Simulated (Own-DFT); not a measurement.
# Stretching a layer in its plane: wurtzite GaN, 72 atoms (Ga36N36)

Source: density functional calculations with Own-DFT, an unreviewed in-house program that is no longer used. Nothing was measured or relaxed, and spin and spin-orbit coupling are left out.

Settings: PBE; PseudoDojo norm-conserving scalar-relativistic files; cutoff 42 hartree; 4 x 4 x 3 k mesh centred on Gamma; Fermi-Dirac smearing of 0.1 eV.

Keep in mind: forces not confirmed at this smearing and k mesh; stress not checked against mesh or cutoff.

Unstrained cell vectors in Å: (9.567, 0.000, 0.000); (-4.784, 8.285, 0.000); (0.000, 0.000, 10.370). The unstrained cell has measured lattice constants (interpolated for alloys), not those of this functional. That, the random moves and any unrelaxed bonds set the pressure at no strain. Each run strains x and y alike by e, as a substrate would, and holds the height along z. Random moves of width 0.05 Å per axis were added to every atom. Stress is positive in tension.

```
e (%)  u (Å)  (s_xx + s_yy)/2 (GPa)  s_zz (GPa)
-3.00  0.051                 -25.85      -14.57
-2.75  0.049                 -24.09      -12.92
-2.25  0.048                 -21.03      -11.78
-1.00  0.053                 -13.90       -9.94
-0.25  0.051                  -8.43       -9.20
 0.25  0.053                      ?           ?
 0.50  0.049                  -4.79       -6.93
 0.75  0.047                  -3.42       -5.61
 1.00  0.050                  -1.97       -6.12
 2.00  0.048                   1.95       -4.34
```

## Fit

With e as a fraction, the in-plane stress is -7.5 + 539 e - 2586 e² GPa (errors 12 and 638, scatter 0.43), and s_zz is -8.0 + 195 e GPa (slope ± 12, scatter 0.60). At e = 0 the first slope is C11 + C12 and the second 2 C13, both with the ions held to the strained lattice and at the cell's own pressure. The term in e² is negative: the layer stiffens under compression and softens under tension. A free layer would change its height as e changes, and the in-plane slope would drop by 2 C13²/C33 to the biaxial modulus. At fixed height, a misfit of 1 % moves the in-plane stress by about 5.4 GPa and s_zz by 2.0 GPa.

## Test on the hidden row

Asked: what are the two stresses at e = 0.25 %?

The fitted form gives -6.1 and -7.5 GPa. Computed: -6.40 and -7.65 GPa.
